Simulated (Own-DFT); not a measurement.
SiC (4H silicon carbide, atoms displaced) (calculated)

A calculation, not a measurement: plane-wave PBE density functional theory by an unreviewed code, no spin, of a simulated periodic cell, stress positive in tension, free energy of the whole cell less one offset for each atom, forces on such cells passed a denser k mesh, this cell's mesh not checked; offsets are fitted by least squares, one for each functional and potential file, so energies compare only between cells with the same atoms and settings and are not formation energies; the far tail of each file's local potential was reset to the Coulomb form; each entry is a single point on an unrelaxed cell, so the pressure reflects the starting lattice, mostly measured values (interpolated for alloys), from which strain is counted, and rises with the displacements; printed positions are rounded, which can move forces by about a meV/angstrom; the program, named Own-DFT, is a retired in-house code; no spin-orbit coupling. Program: Own-DFT development build.

Settings shared by all entries: functional PBE; potential files PseudoDojo norm-conserving, scalar-relativistic, standard set; wave cutoff 42 hartree; occupations Fermi-Dirac; smearing width 0.1 eV; hardware one NVIDIA H100; k mesh 4 x 4 x 3 centred on Gamma.

```json
{"entry": 1, "formula": "SiC", "kind": "4H silicon carbide, atoms displaced", "structure": {"cell_angstrom": [[9.2481, 0.0, 0.0], [-4.6241, 8.0091, 0.0], [0.0, 0.0, 10.0681]], "atoms_fractional": [["Si", 0.00226, 0.9992, 0.40588], ["Si", 0.10671, 0.21979, 0.14973], ["C", 0.99313, 0.99506, 0.08705], ["C", 0.1042, 0.2196, 0.34844], ["Si", 0.99419, 0.32724, 0.41148], ["Si", 0.11103, 0.57236, 0.15981], ["C", 0.0113, 0.33704, 0.08593], ["C", 0.10441, 0.55456, 0.35137], ["Si", 0.99855, 0.67253, 0.40837], ["Si", 0.11477, 0.8935, 0.15895], ["C", 0.00498, 0.65499, 0.09847], ["C", 0.11572, 0.89061, 0.34082], ["Si", 0.33079, 0.00092, 0.39936], ["Si", 0.44977, 0.21723, 0.15455], ["C", 0.33736, 0.00447, 0.1008], ["C", 0.43236, 0.22134, 0.34144], ["Si", 0.33809, 0.34139, 0.40822], ["Si", 0.45608, 0.56577, 0.15648], ["C", 0.33502, 0.3185, 0.10274], ["C", 0.45228, 0.5597, 0.34091], ["Si", 0.32813, 0.66581, 0.40802], ["Si", 0.45475, 0.89009, 0.15149], ["C", 0.31977, 0.65939, 0.09075], ["C", 0.43875, 0.89315, 0.34869], ["Si", 0.66228, 0.9968, 0.40133], ["Si", 0.77864, 0.2385, 0.14982], ["C", 0.65647, 0.99556, 0.08418], ["C", 0.77346, 0.21976, 0.33548], ["Si", 0.66106, 0.31714, 0.40286], ["Si", 0.78067, 0.56008, 0.15095], ["C", 0.66673, 0.33201, 0.08834], ["C", 0.77975, 0.54684, 0.35517], ["Si", 0.65589, 0.65272, 0.40753], ["Si", 0.77501, 0.88777, 0.16974], ["C", 0.65887, 0.67009, 0.08034], ["C", 0.77842, 0.89026, 0.33618], ["Si", 0.00191, 0.99999, 0.90831], ["Si", 0.88277, 0.77211, 0.64967], ["C", 0.99905, 0.00265, 0.5909], ["C", 0.88199, 0.78648, 0.84833], ["Si", 0.00676, 0.67085, 0.89909], ["Si", 0.88145, 0.44115, 0.64486], ["C", 0.0081, 0.66744, 0.61365], ["C", 0.88457, 0.44489, 0.84858], ["Si", 0.00161, 0.33452, 0.88929], ["Si", 0.88319, 0.11541, 0.65823], ["C", 0.98963, 0.33243, 0.59329], ["C", 0.88843, 0.10278, 0.84474], ["Si", 0.66601, 0.98632, 0.90049], ["Si", 0.54713, 0.76815, 0.64716], ["C", 0.66783, 0.9934, 0.59843], ["C", 0.54162, 0.77223, 0.84783], ["Si", 0.6627, 0.65382, 0.89712], ["Si", 0.5571, 0.44166, 0.66455], ["C", 0.67005, 0.67671, 0.59724], ["C", 0.54743, 0.4387, 0.84458], ["Si", 0.66791, 0.3388, 0.90163], ["Si", 0.55409, 0.11117, 0.65148], ["C", 0.655, 0.33296, 0.59426], ["C", 0.54787, 0.10409, 0.84205], ["Si", 0.34242, 0.02146, 0.9076], ["Si", 0.22394, 0.77597, 0.64553], ["C", 0.33397, 0.99201, 0.58597], ["C", 0.22177, 0.78011, 0.85004], ["Si", 0.33716, 0.66792, 0.91043], ["Si", 0.22125, 0.45699, 0.64877], ["C", 0.32375, 0.65746, 0.59265], ["C", 0.23053, 0.45146, 0.83461], ["Si", 0.33854, 0.33442, 0.89481], ["Si", 0.20825, 0.09815, 0.65617], ["C", 0.32068, 0.31284, 0.59078], ["C", 0.21746, 0.11375, 0.8453]]}, "results": {"free_energy_of_cell_above_offsets [eV]": "-3.146", "pressure [GPa]": 5.96, "stress_xx [GPa]": -7.79, "stress_yy [GPa]": -4.81, "stress_zz [GPa]": -5.29, "stress_yz [GPa]": 0.8, "stress_xz [GPa]": 0.35, "stress_xy [GPa]": -1.29, "force_element": ["Si", "Si", "C", "C", "Si", "Si", "C", "C", "Si", "Si", "C", "C", "Si", "Si", "C", "C", "Si", "Si", "C", "C", "Si", "Si", "C", "C", "Si", "Si", "C", "C", "Si", "Si", "C", "C", "Si", "Si", "C", "C", "Si", "Si", "C", "C", "Si", "Si", "C", "C", "Si", "Si", "C", "C", "Si", "Si", "C", "C", "Si", "Si", "C", "C", "Si", "Si", "C", "C", "Si", "Si", "C", "C", "Si", "Si", "C", "C", "Si", "Si", "C", "C"], "force_x [eV/angstrom]": [-0.483, 0.927, 0.488, 0.711, -0.221, 4.959, -2.192, 0.575, 1.009, -0.278, -6.05, -1.582, -0.187, -0.939, 0.369, 2.366, -1.037, -2.19, -1.446, -2.294, 0.218, -2.989, 2.523, 1.938, 0.333, 3.403, 2.693, 0.686, -2.047, -0.407, -1.418, -1.655, 2.292, -0.29, 2.401, 0.142, -0.825, 1.206, -1.042, 1.938, -1.388, -0.53, -2.921, 0.496, 0.352, 1.735, 0.833, -0.78, -1.366, -0.696, -1.525, 3.101, -1.659, -2.4, -0.232, 2.406, 0.592, -0.166, 2.187, 1.835, -0.504, 0.607, -1.126, 1.267, -2.76, 1.134, 1.144, -0.636, -3.143, 1.737, 0.03, 0.77], "force_y [eV/angstrom]": [0.51, 0.141, -0.05, 0.695, 0.429, -5.161, 0.62, 0.08, -0.664, -0.66, 4.333, -0.579, 0.909, 0.962, -1.355, 0.236, -1.896, -2.942, 2.612, -0.242, 0.232, -1.136, 1.441, -1.394, 0.256, -2.602, 1.709, -0.507, 1.498, -0.484, 1.752, 0.501, 2.135, 0.438, 0.088, -1.195, -0.022, 2.318, -1.519, -2.212, -0.29, 0.383, -0.625, 0.246, -0.087, -1.429, 0.078, 1.37, 1.686, 1.416, 0.736, -0.557, 3.01, 0.025, -3.262, 0.593, -2.127, -1.106, -0.54, 1.935, -3.73, 1.252, 0.877, 1.321, -0.633, -5.215, 2.944, -0.6, -0.759, 0.493, 3.578, -0.262], "force_z [eV/angstrom]": [-0.3, 1.2, 2.541, -0.959, -1.985, 1.571, 0.115, -0.515, 0.815, -1.66, -2.744, 0.942, 1.012, 0.97, -1.461, 0.202, -0.812, -1.044, -2.335, 0.849, -1.292, 0.687, 1.779, -1.452, 0.686, -0.745, 1.392, 1.149, 0.413, 0.734, -0.077, -1.667, 0.251, -7.274, 2.185, 5.218, -0.4, 2.401, 0.066, -1.711, 1.336, 2.656, -3.79, -2.308, 2.698, 0.06, 0.311, -0.883, 0.614, 2.804, -1.83, -2.561, 1.062, -2.416, -1.288, -0.657, 0.552, 1.043, -0.977, -0.673, 0.78, 3.588, 0.417, -1.52, -0.655, 1.595, -1.877, 0.368, 2.999, -0.078, 0.857, -0.97], "wall_time [s]": 361.0}}
{"entry": 2, "formula": "SiC", "kind": "4H silicon carbide, atoms displaced", "structure": {"cell_angstrom": [[9.2481, 0.0, 0.0], [-4.6241, 8.0091, 0.0], [0.0, 0.0, 10.0681]], "atoms_fractional": [["Si", 0.00246, 0.01078, 0.4056], ["Si", 0.09591, 0.21637, 0.14922], ["C", 0.00317, 0.99934, 0.09803], ["C", 0.10957, 0.22598, 0.34397], ["Si", 0.99903, 0.32982, 0.41056], ["Si", 0.11251, 0.55155, 0.16042], ["C", 0.00317, 0.32778, 0.09645], ["C", 0.12288, 0.55589, 0.34225], ["Si", 0.99556, 0.66519, 0.4088], ["Si", 0.11815, 0.90085, 0.15199], ["C", 0.00703, 0.68129, 0.09023], ["C", 0.1105, 0.90716, 0.33901], ["Si", 0.33704, 0.99603, 0.41385], ["Si", 0.43919, 0.20909, 0.14696], ["C", 0.33193, 9e-05, 0.09425], ["C", 0.4415, 0.22985, 0.34162], ["Si", 0.31276, 0.31972, 0.40913], ["Si", 0.45691, 0.56897, 0.14984], ["C", 0.33504, 0.33164, 0.09268], ["C", 0.44594, 0.56003, 0.34444], ["Si", 0.3192, 0.66186, 0.41241], ["Si", 0.43039, 0.88564, 0.15885], ["C", 0.32633, 0.66491, 0.09435], ["C", 0.43743, 0.88095, 0.34752], ["Si", 0.66675, 0.00124, 0.40976], ["Si", 0.77284, 0.21889, 0.16344], ["C", 0.66484, 0.00503, 0.09567], ["C", 0.78555, 0.21843, 0.3456], ["Si", 0.65989, 0.33758, 0.40098], ["Si", 0.78342, 0.55915, 0.15702], ["C", 0.66147, 0.33292, 0.08045], ["C", 0.7805, 0.55979, 0.34734], ["Si", 0.66681, 0.65303, 0.40546], ["Si", 0.77493, 0.89724, 0.14649], ["C", 0.67518, 0.67004, 0.09689], ["C", 0.78198, 0.88825, 0.3515], ["Si", 0.00396, 0.00432, 0.91438], ["Si", 0.88809, 0.7666, 0.64855], ["C", 0.99067, 0.00383, 0.58935], ["C", 0.8766, 0.77494, 0.8512], ["Si", 0.98793, 0.65444, 0.89573], ["Si", 0.88136, 0.44449, 0.66165], ["C", 0.99403, 0.66332, 0.59773], ["C", 0.9052, 0.44487, 0.84333], ["Si", 0.99722, 0.33739, 0.90869], ["Si", 0.87463, 0.10336, 0.65129], ["C", 0.99289, 0.33248, 0.59277], ["C", 0.88991, 0.11145, 0.84644], ["Si", 0.64483, 0.99979, 0.9014], ["Si", 0.55977, 0.78263, 0.64833], ["C", 0.66882, 0.00848, 0.59646], ["C", 0.55161, 0.76706, 0.84419], ["Si", 0.65472, 0.64847, 0.91241], ["Si", 0.55385, 0.45234, 0.66024], ["C", 0.66542, 0.65694, 0.59302], ["C", 0.54195, 0.42833, 0.84632], ["Si", 0.66961, 0.34332, 0.90847], ["Si", 0.55954, 0.10916, 0.65036], ["C", 0.66766, 0.34252, 0.5969], ["C", 0.55875, 0.11514, 0.84614], ["Si", 0.32317, 0.9984, 0.90754], ["Si", 0.21663, 0.77569, 0.66586], ["C", 0.32605, 0.00105, 0.59651], ["C", 0.21346, 0.76886, 0.85536], ["Si", 0.3395, 0.66747, 0.91115], ["Si", 0.23185, 0.44925, 0.65829], ["C", 0.3395, 0.66861, 0.58361], ["C", 0.2336, 0.45351, 0.84753], ["Si", 0.33448, 0.33988, 0.91185], ["Si", 0.21179, 0.11643, 0.64833], ["C", 0.3405, 0.34704, 0.59662], ["C", 0.22236, 0.11586, 0.84391]]}, "results": {"free_energy_of_cell_above_offsets [eV]": "-3.936", "pressure [GPa]": 5.77, "stress_xx [GPa]": -7.41, "stress_yy [GPa]": -4.14, "stress_zz [GPa]": -5.77, "stress_yz [GPa]": -0.46, "stress_xz [GPa]": -1.17, "stress_xy [GPa]": 0.93, "force_element": ["Si", "Si", "C", "C", "Si", "Si", "C", "C", "Si", "Si", "C", "C", "Si", "Si", "C", "C", "Si", "Si", "C", "C", "Si", "Si", "C", "C", "Si", "Si", "C", "C", "Si", "Si", "C", "C", "Si", "Si", "C", "C", "Si", "Si", "C", "C", "Si", "Si", "C", "C", "Si", "Si", "C", "C", "Si", "Si", "C", "C", "Si", "Si", "C", "C", "Si", "Si", "C", "C", "Si", "Si", "C", "C", "Si", "Si", "C", "C", "Si", "Si", "C", "C"], "force_x [eV/angstrom]": [-0.634, 4.263, -1.734, -1.402, 0.139, -1.007, -3.664, -4.314, 1.426, -0.527, 0.374, 2.379, -1.915, -0.889, 0.13, 0.919, 2.88, -1.243, -0.841, -0.363, 4.163, 2.151, 1.509, 0.177, 0.433, 0.32, -1.535, -2.71, 1.246, 0.271, 1.24, 1.468, -3.058, 1.351, -0.862, -1.313, -0.932, -2.822, 1.245, 1.497, -0.068, 1.613, 2.137, -4.43, 3.514, 2.725, 0.784, -1.27, 5.342, 0.215, -0.784, -0.364, 0.327, 0.982, -0.439, 1.258, 1.224, -3.147, -0.485, -3.069, 1.03, 0.932, 0.741, 0.685, -1.539, -2.271, -1.343, -1.464, -0.74, 1.107, -0.493, -0.53], "force_y [eV/angstrom]": [-1.287, 0.645, 0.542, -0.789, 1.284, 0.561, 1.75, -1.438, 1.459, -1.81, -2.642, -2.221, 0.952, 3.696, -0.832, -1.802, 3.813, -2.307, 0.278, -1.015, 1.098, -0.187, 0.668, 1.216, -1.464, 0.856, -0.985, 0.773, -0.603, 0.12, 0.34, -1.679, 2.52, -1.165, 0.289, -0.278, -0.723, 2.726, -1.148, -0.561, 3.088, -0.712, -0.274, -0.236, -2.126, 2.694, 0.377, -0.113, -1.268, -1.328, -2.5, 1.616, 2.098, -2.084, 2.382, 2.425, -2.002, 1.876, -1.444, 0.803, 0.231, 0.283, -0.226, 1.272, -0.039, 0.212, 0.302, -1.076, -2.04, 0.1, -2.542, -0.4], "force_z [eV/angstrom]": [-0.339, 2.095, -1.002, -0.954, -0.389, -1.132, -0.838, 0.571, -0.939, 1.654, 0.434, 1.213, -1.737, 1.812, -1.134, 0.038, -0.819, 2.495, 0.645, -0.178, -2.525, 0.423, 0.014, -0.044, -1.229, -1.853, -0.813, 0.216, 1.292, -0.312, 4.676, -1.578, 0.208, 2.486, -0.646, -1.313, -1.96, 2.386, 0.408, -1.737, 2.78, -1.423, -0.812, -0.473, 0.14, 2.599, 1.03, -0.284, 1.659, 1.188, -1.502, -0.479, -1.007, 0.126, -0.329, -0.592, -2.705, 1.95, -0.684, -1.6, -1.053, -0.858, 0.478, -1.671, -0.558, 0.246, 4.215, -0.416, -0.382, 2.029, -0.999, -0.206], "wall_time [s]": 367.4}}
{"entry": 3, "formula": "SiC", "kind": "4H silicon carbide, atoms displaced", "structure": {"cell_angstrom": [[9.2481, 0.0, 0.0], [-4.6241, 8.0091, 0.0], [0.0, 0.0, 10.0681]], "atoms_fractional": [["Si", 0.01168, 0.99437, 0.39523], ["Si", 0.11042, 0.224, 0.14951], ["C", 0.99331, 0.0005, 0.10145], ["C", 0.10547, 0.22303, 0.35167], ["Si", 0.9875, 0.31956, 0.40229], ["Si", 0.10964, 0.55109, 0.15585], ["C", 0.00793, 0.34296, 0.08959], ["C", 0.1112, 0.55477, 0.35519], ["Si", 0.00046, 0.66728, 0.40235], ["Si", 0.11266, 0.8932, 0.16676], ["C", 0.99935, 0.65669, 0.09273], ["C", 0.1059, 0.89979, 0.33372], ["Si", 0.34662, 0.01044, 0.4072], ["Si", 0.43959, 0.22709, 0.15847], ["C", 0.33136, 0.99122, 0.09023], ["C", 0.4319, 0.21769, 0.34616], ["Si", 0.3435, 0.33793, 0.40505], ["Si", 0.45483, 0.56225, 0.15743], ["C", 0.32229, 0.33385, 0.09189], ["C", 0.43811, 0.54935, 0.33663], ["Si", 0.3129, 0.65512, 0.40131], ["Si", 0.44293, 0.88157, 0.16357], ["C", 0.34504, 0.66554, 0.09003], ["C", 0.4561, 0.8986, 0.3419], ["Si", 0.67873, 0.00976, 0.40332], ["Si", 0.76442, 0.21901, 0.14694], ["C", 0.67717, 0.99713, 0.09502], ["C", 0.77459, 0.21315, 0.33008], ["Si", 0.66094, 0.32252, 0.40379], ["Si", 0.75541, 0.54236, 0.14709], ["C", 0.67568, 0.34917, 0.08716], ["C", 0.77469, 0.56207, 0.34181], ["Si", 0.65943, 0.65808, 0.40048], ["Si", 0.78732, 0.88568, 0.15013], ["C", 0.67603, 0.68542, 0.09705], ["C", 0.78363, 0.88868, 0.33674], ["Si", 0.9882, 0.01141, 0.90092], ["Si", 0.88533, 0.76908, 0.64698], ["C", 0.00316, 0.99991, 0.60372], ["C", 0.89493, 0.77451, 0.84993], ["Si", 0.98963, 0.65728, 0.90489], ["Si", 0.89476, 0.45057, 0.65627], ["C", 0.98795, 0.65198, 0.58847], ["C", 0.87811, 0.44146, 0.83906], ["Si", 0.01343, 0.34004, 0.91613], ["Si", 0.87909, 0.10843, 0.65413], ["C", 0.99054, 0.31892, 0.59998], ["C", 0.89033, 0.10116, 0.83826], ["Si", 0.6718, 0.00283, 0.90255], ["Si", 0.55917, 0.78282, 0.65622], ["C", 0.67034, 0.00285, 0.60355], ["C", 0.55546, 0.77733, 0.83942], ["Si", 0.66014, 0.67121, 0.90889], ["Si", 0.5606, 0.4358, 0.65817], ["C", 0.65921, 0.66401, 0.58167], ["C", 0.55298, 0.44951, 0.83552], ["Si", 0.66257, 0.32923, 0.90629], ["Si", 0.5467, 0.10275, 0.65652], ["C", 0.65367, 0.32859, 0.59664], ["C", 0.54096, 0.09914, 0.85189], ["Si", 0.33814, 0.99481, 0.91287], ["Si", 0.22225, 0.78076, 0.64701], ["C", 0.34081, 0.00837, 0.59549], ["C", 0.23845, 0.79234, 0.84943], ["Si", 0.33516, 0.68005, 0.90887], ["Si", 0.22893, 0.44938, 0.65166], ["C", 0.32843, 0.66336, 0.60156], ["C", 0.20889, 0.42693, 0.84319], ["Si", 0.33369, 0.33015, 0.90391], ["Si", 0.22858, 0.12053, 0.65742], ["C", 0.34876, 0.35893, 0.59731], ["C", 0.23538, 0.13205, 0.83057]]}, "results": {"free_energy_of_cell_above_offsets [eV]": "0.625", "pressure [GPa]": 8.04, "stress_xx [GPa]": -8.13, "stress_yy [GPa]": -8.0, "stress_zz [GPa]": -7.98, "stress_yz [GPa]": -0.85, "stress_xz [GPa]": 0.56, "stress_xy [GPa]": 1.47, "force_element": ["Si", "Si", "C", "C", "Si", "Si", "C", "C", "Si", "Si", "C", "C", "Si", "Si", "C", "C", "Si", "Si", "C", "C", "Si", "Si", "C", "C", "Si", "Si", "C", "C", "Si", "Si", "C", "C", "Si", "Si", "C", "C", "Si", "Si", "C", "C", "Si", "Si", "C", "C", "Si", "Si", "C", "C", "Si", "Si", "C", "C", "Si", "Si", "C", "C", "Si", "Si", "C", "C", "Si", "Si", "C", "C", "Si", "Si", "C", "C", "Si", "Si", "C", "C"], "force_x [eV/angstrom]": [-6.771, -1.177, 3.172, 2.256, 0.485, 0.548, -1.209, -3.315, -1.351, 0.174, -1.421, 6.789, -1.082, 0.131, -0.346, 2.453, -3.408, -1.152, 3.08, -0.213, 5.343, 0.832, -1.891, -1.224, 0.662, 2.485, -2.2, -1.358, -0.24, 2.797, -1.524, 1.487, -0.85, -2.466, -0.299, -0.449, 7.515, -1.138, 0.132, -2.62, 1.836, -0.51, 1.137, 1.855, -2.997, 3.484, -0.162, -5.731, -0.406, 0.062, -2.137, -0.441, 2.177, -3.079, 1.059, 0.957, -1.053, 1.616, 3.952, 3.272, -3.595, -0.213, -1.86, -2.862, 1.621, -1.93, 0.061, 1.938, -0.538, -0.885, 0.7, 0.037], "force_y [eV/angstrom]": [3.209, -0.531, 1.529, -0.203, 1.47, 1.578, -2.18, -2.242, 0.039, -1.363, 1.115, -3.613, -2.259, -1.282, 1.423, 1.213, 0.151, -0.781, 0.776, 1.058, 2.875, 1.058, 0.288, -1.488, -3.1, 0.209, 0.365, 2.199, 1.81, 6.215, -5.67, -2.763, 2.257, 2.919, -5.543, -0.369, -3.796, 1.181, -0.487, 1.089, 1.342, -3.835, 3.394, -0.364, -1.453, -0.32, 2.968, 3.82, -0.869, -1.832, -0.613, 0.645, -0.397, 3.376, 0.115, -0.228, 0.337, 1.778, -1.471, 2.634, 1.605, -0.252, -1.694, -3.209, -2.502, -1.742, 1.876, 3.737, 1.882, 0.433, -3.566, -3.95], "force_z [eV/angstrom]": [4.205, 2.377, -2.758, -1.883, 1.811, 0.379, 2.175, -3.13, -0.417, -6.274, 0.838, 3.495, 0.031, -1.362, 2.89, -1.343, 1.629, -1.096, -0.207, 0.953, 2.27, -2.508, 1.548, 1.847, 0.572, -0.19, -1.206, 1.287, 0.461, 2.733, -0.079, -0.936, 0.189, 3.039, -2.124, 1.341, 2.002, 1.692, -2.522, -1.388, 0.931, 0.125, -0.64, 1.052, -3.398, 1.138, -2.119, -0.346, 0.829, -0.689, -2.754, 0.87, -1.273, -0.681, 2.045, 3.284, -1.931, 1.709, -1.661, -1.543, -0.852, 2.24, -1.767, -2.497, -1.113, 1.989, -2.381, -0.713, -0.159, -1.788, -2.108, 3.854], "wall_time [s]": 355.3}}
{"entry": 4, "formula": "SiC", "kind": "4H silicon carbide, atoms displaced", "structure": {"cell_angstrom": [[9.2481, 0.0, 0.0], [-4.6241, 8.0091, 0.0], [0.0, 0.0, 10.0681]], "atoms_fractional": [["Si", 0.99231, 0.999, 0.39407], ["Si", 0.10885, 0.21995, 0.15133], ["C", 0.99304, 0.99697, 0.09144], ["C", 0.11142, 0.21512, 0.35303], ["Si", 0.01025, 0.3431, 0.41029], ["Si", 0.10428, 0.55499, 0.15621], ["C", 0.97827, 0.32734, 0.09538], ["C", 0.11927, 0.5563, 0.32981], ["Si", 0.0034, 0.66807, 0.40559], ["Si", 0.12411, 0.90045, 0.14762], ["C", 0.98839, 0.66332, 0.08873], ["C", 0.10855, 0.89112, 0.33739], ["Si", 0.34312, 0.00046, 0.40995], ["Si", 0.44041, 0.21873, 0.156], ["C", 0.33535, 0.0019, 0.08537], ["C", 0.44276, 0.21753, 0.34267], ["Si", 0.33815, 0.33587, 0.40249], ["Si", 0.42867, 0.55914, 0.14901], ["C", 0.32698, 0.33913, 0.09389], ["C", 0.43485, 0.54826, 0.34813], ["Si", 0.33701, 0.66824, 0.41641], ["Si", 0.44541, 0.88945, 0.15301], ["C", 0.35089, 0.68204, 0.09348], ["C", 0.45119, 0.88734, 0.34061], ["Si", 0.67901, 0.0112, 0.40706], ["Si", 0.78229, 0.23556, 0.14593], ["C", 0.67647, 0.00275, 0.0963], ["C", 0.77671, 0.22245, 0.33642], ["Si", 0.66225, 0.32925, 0.40433], ["Si", 0.77414, 0.5676, 0.16196], ["C", 0.66121, 0.33137, 0.0923], ["C", 0.7844, 0.55934, 0.34977], ["Si", 0.67538, 0.66643, 0.4137], ["Si", 0.76792, 0.88625, 0.14875], ["C", 0.65559, 0.65431, 0.09178], ["C", 0.78483, 0.89586, 0.33924], ["Si", 0.98928, 0.9969, 0.90388], ["Si", 0.88539, 0.77814, 0.64077], ["C", 0.00658, 0.99881, 0.59312], ["C", 0.89999, 0.78235, 0.84398], ["Si", 0.0029, 0.66117, 0.91388], ["Si", 0.89415, 0.45171, 0.65021], ["C", 0.00971, 0.67051, 0.60019], ["C", 0.88705, 0.44141, 0.83938], ["Si", 0.00635, 0.33395, 0.90032], ["Si", 0.90208, 0.12728, 0.66743], ["C", 0.99575, 0.3282, 0.5915], ["C", 0.89002, 0.11007, 0.85881], ["Si", 0.6489, 0.98759, 0.91181], ["Si", 0.57096, 0.80084, 0.65899], ["C", 0.66056, 0.99192, 0.59071], ["C", 0.55718, 0.77925, 0.83817], ["Si", 0.66476, 0.66052, 0.90307], ["Si", 0.56041, 0.45936, 0.64714], ["C", 0.65067, 0.6594, 0.59363], ["C", 0.5591, 0.44497, 0.83992], ["Si", 0.66708, 0.3271, 0.9185], ["Si", 0.55117, 0.09756, 0.66121], ["C", 0.67227, 0.33355, 0.59917], ["C", 0.55091, 0.11114, 0.83509], ["Si", 0.33684, 0.00195, 0.90827], ["Si", 0.21892, 0.78106, 0.65422], ["C", 0.34472, 0.01398, 0.58195], ["C", 0.22431, 0.78318, 0.83958], ["Si", 0.32945, 0.6802, 0.9174], ["Si", 0.21752, 0.44517, 0.64546], ["C", 0.33216, 0.66587, 0.59672], ["C", 0.22334, 0.43728, 0.8492], ["Si", 0.33915, 0.33386, 0.9114], ["Si", 0.22177, 0.11577, 0.66083], ["C", 0.33807, 0.33438, 0.59519], ["C", 0.23246, 0.11903, 0.83698]]}, "results": {"free_energy_of_cell_above_offsets [eV]": "-2.632", "pressure [GPa]": 6.14, "stress_xx [GPa]": -3.91, "stress_yy [GPa]": -6.47, "stress_zz [GPa]": -8.03, "stress_yz [GPa]": 1.31, "stress_xz [GPa]": -0.38, "stress_xy [GPa]": -0.04, "force_element": ["Si", "Si", "C", "C", "Si", "Si", "C", "C", "Si", "Si", "C", "C", "Si", "Si", "C", "C", "Si", "Si", "C", "C", "Si", "Si", "C", "C", "Si", "Si", "C", "C", "Si", "Si", "C", "C", "Si", "Si", "C", "C", "Si", "Si", "C", "C", "Si", "Si", "C", "C", "Si", "Si", "C", "C", "Si", "Si", "C", "C", "Si", "Si", "C", "C", "Si", "Si", "C", "C", "Si", "Si", "C", "C", "Si", "Si", "C", "C", "Si", "Si", "C", "C"], "force_x [eV/angstrom]": [2.755, -1.831, 1.032, -0.603, -0.601, -0.049, 6.473, -0.623, 1.134, -2.627, 1.606, 1.546, -1.29, -0.264, 0.875, 0.079, -0.5, 4.13, 1.001, 1.266, 0.067, 0.82, -4.238, -0.412, -0.73, -2.911, -3.635, 0.51, 1.073, 1.146, -0.625, -0.652, -2.477, 2.481, -1.395, -2.005, 3.153, 0.636, -1.859, -1.413, -1.318, -0.604, -2.183, 0.77, -1.525, -0.18, -0.143, -2.331, 1.76, -0.955, 1.294, -0.426, 0.791, 0.89, 1.618, 0.154, -0.611, -0.343, -0.963, 1.048, -1.27, 2.325, -0.95, -0.297, 2.004, 2.046, -0.379, -0.507, -0.206, 1.482, -1.142, -0.893], "force_y [eV/angstrom]": [0.274, -0.16, 0.301, 2.324, -1.973, -0.232, 3.507, 0.61, 0.732, -2.152, 1.146, -0.214, -0.617, 1.143, 0.262, 0.631, -1.863, -1.513, -1.138, 2.124, 0.192, 2.139, -1.044, 0.381, -1.375, -3.855, 0.664, 1.375, 0.144, -1.829, 0.84, -0.821, 0.553, -1.099, 1.901, -2.118, -0.003, -0.057, 0.709, -1.552, 0.441, -1.401, -0.45, 0.063, 0.22, -3.828, 2.262, 0.438, 2.071, -5.889, 4.725, -0.553, 0.845, -5.538, 4.859, -0.354, 1.412, 2.698, 0.036, -0.66, 0.329, 1.43, -1.892, -0.178, -2.196, -0.209, 1.342, 2.03, 0.345, 0.033, 0.442, -1.21], "force_z [eV/angstrom]": [2.336, 1.462, -0.221, -2.192, -2.609, -2.072, -2.274, 4.422, -0.496, 1.175, 2.389, 0.458, -3.101, 0.312, 1.47, -0.534, 1.339, 2.927, 0.188, -1.363, -2.411, 1.831, -0.499, 0.829, -1.286, 3.328, -1.198, 0.912, 0.902, -0.446, 2.073, -0.479, -2.305, 1.463, 0.016, 0.175, 0.39, 3.283, -0.808, -0.815, -3.506, 1.63, -2.812, 0.906, 1.581, -0.545, 0.158, -2.612, -0.904, 0.17, -0.317, 1.931, -0.338, 3.079, -0.756, 0.71, -4.928, -2.716, -1.688, 4.01, -2.941, 0.117, 3.994, 1.615, -4.033, 2.621, 0.395, -0.874, -2.118, -2.334, -1.123, 3.055], "wall_time [s]": 356.0}}
```
